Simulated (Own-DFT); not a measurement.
# Strain and stress in wurtzite AlGaN with randomly placed atoms, 128 atoms (Al48Ga16N64)

All numbers below are calculated, not measured. The program, named Own-DFT, is a retired in-house plane-wave density functional code that no person has reviewed. Each row is one single-point run on a periodic cell that was not relaxed, without spin or spin-orbit coupling.

Settings of every run: PBE; PseudoDojo norm-conserving scalar-relativistic files (stringent for Ga); cutoff 96 hartree; 3 x 3 x 3 k mesh centred on Gamma; Gaussian smearing of 0.01 eV.

Known limits: k mesh not checked against a denser one; stress not checked against mesh or cutoff.

Unstrained cell vectors in Å: (12.525, 0.000, 0.000); (-6.262, 10.847, 0.000); (0.000, 0.000, 10.066). The unstrained cell has measured lattice constants (interpolated for alloys), not those of this functional. That, the random moves and any unrelaxed bonds set the pressure at no strain. Each run strains this cell uniformly, with the atoms carried along. Every atom was also moved at random, by a Gaussian of width 0.05 Å on each axis. The random placing of the alloy's atoms differs from row to row. Strain is the symmetric tensor, in per cent. Stress is positive in tension, and the pressure is minus a third of its trace.

| run | e_xx (%) | e_yy (%) | e_zz (%) | s_xx (GPa) | s_yy (GPa) | s_zz (GPa) | P (GPa) | E (meV/atom) |
|---|---|---|---|---|---|---|---|---|
| 1 | 0.50 | 0.50 | 0.00 | -4.62 | -3.31 | -5.83 | 4.58 | 11.1 |
| 2 | -2.00 | -2.00 | 0.00 | -18.43 | -20.38 | -8.88 | 15.90 | 35.7 |
| 3 | 1.75 | 1.75 | 0.00 | 3.34 | 2.07 | -4.16 | -0.42 | 6.8 |
| 4 | -2.25 | -2.25 | 0.00 | -21.21 | -20.04 | -10.33 | 17.19 | 44.6 |
| 5 | -0.50 | -0.50 | 0.00 | -11.60 | -9.30 | -5.78 | 8.89 | 19.6 |
| 6 | -2.75 | -2.75 | 0.00 | -24.94 | -24.44 | -9.73 | 19.70 | 51.3 |
| 7 | -1.50 | -1.50 | 0.00 | -17.21 | -14.47 | -8.97 | 13.55 | 34.0 |
| 8 | 0.75 | 0.75 | 0.00 | -1.81 | -1.90 | -5.66 | 3.12 | 0.0 |
| 9 | -2.50 | -2.50 | 0.00 | ? | ? | ? | ? | ? |

E is the free energy for each atom above the lowest run shown.

## Worked fit

The change of volume is close to e_xx + e_yy + e_zz. A straight line through the runs shown gives P = 6.97 - 227 x (fractional change of volume) GPa, with an error of 5 on the slope and a scatter of 0.39 GPa. The strain isn't the same on all axes and the cell isn't cubic, so the slope belongs to this path and is not the bulk modulus.

## Withheld run

Question: what pressure should run 9 give? Its volume changes by -4.94 %.

The line gives 18.2 GPa. The calculation gave 17.96 GPa.
